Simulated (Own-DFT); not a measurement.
# A change of arrangement and its cost: As32Ga32, 64 atoms

All numbers below are calculated, not measured. They come from Own-DFT, an in-house plane-wave density functional program, since retired, whose code no person has reviewed. Each row is one single-point run on a periodic cell that was not relaxed, without spin or spin-orbit coupling.

Settings of every run: PBE; PseudoDojo norm-conserving scalar-relativistic files; cutoff 42 hartree; 3 x 3 x 3 k mesh centred on Gamma; Fermi-Dirac smearing of 0.1 eV.

Known limits, some of them of some rows only: not probed for a lower state with spin; forces on such cells failed a check on a denser k mesh; forces not confirmed at this smearing and k mesh; stress not checked against mesh or cutoff.

All cells hold the same atoms in the same cell, with vectors in Å (11.307, 0.000, 0.000); (0.000, 11.307, 0.000); (0.000, 0.000, 11.307). Every atom was moved at random from its ideal site; u is the rms move along one axis. The defect's site can differ from row to row. E is the free energy of the cell above the lowest run. The arrangements:

- A: zincblende GaAs
- B: zincblende GaAs, with one As on a Ga site and one Ga on an As site, 2.4 Å apart

| arrangement | u (Å) | E (eV) | P (GPa) |
|---|---|---|---|
| A | 0.0188 | 0.038 | 3.52 |
| A | 0.0193 | 0.000 | 3.51 |
| A | 0.0206 | 0.058 | 3.52 |
| A | 0.0471 | 1.813 | 3.89 |
| A | 0.0490 | 1.922 | 3.94 |
| A | 0.0501 | 2.486 | 4.07 |
| B | 0.0281 | 3.011 | 3.90 |
| B | 0.0284 | 3.043 | 3.94 |
| B | 0.0316 | 3.234 | 3.95 |
| B | 0.0440 | 4.024 | 4.10 |
| B | 0.0450 | 4.040 | 4.14 |
| B | 0.0525 | 4.788 | 4.29 |

Question: once the cost of the random moves is taken out, how do the arrangements rank?

## Worked answer

Fit E = a + b u², with one b for all and one a for each arrangement, and with residuals divided by u², since the noise grows with the moves. Then b = 967 eV/Å², the scatter at u = 0.04 Å is 0.12 eV, and against A:

- B: 2.57 ± 0.04 eV (higher)

These are energies of unrelaxed cells. Relaxing the atoms lowers the strained arrangements most, so the gaps would shrink and small ones could change sign.
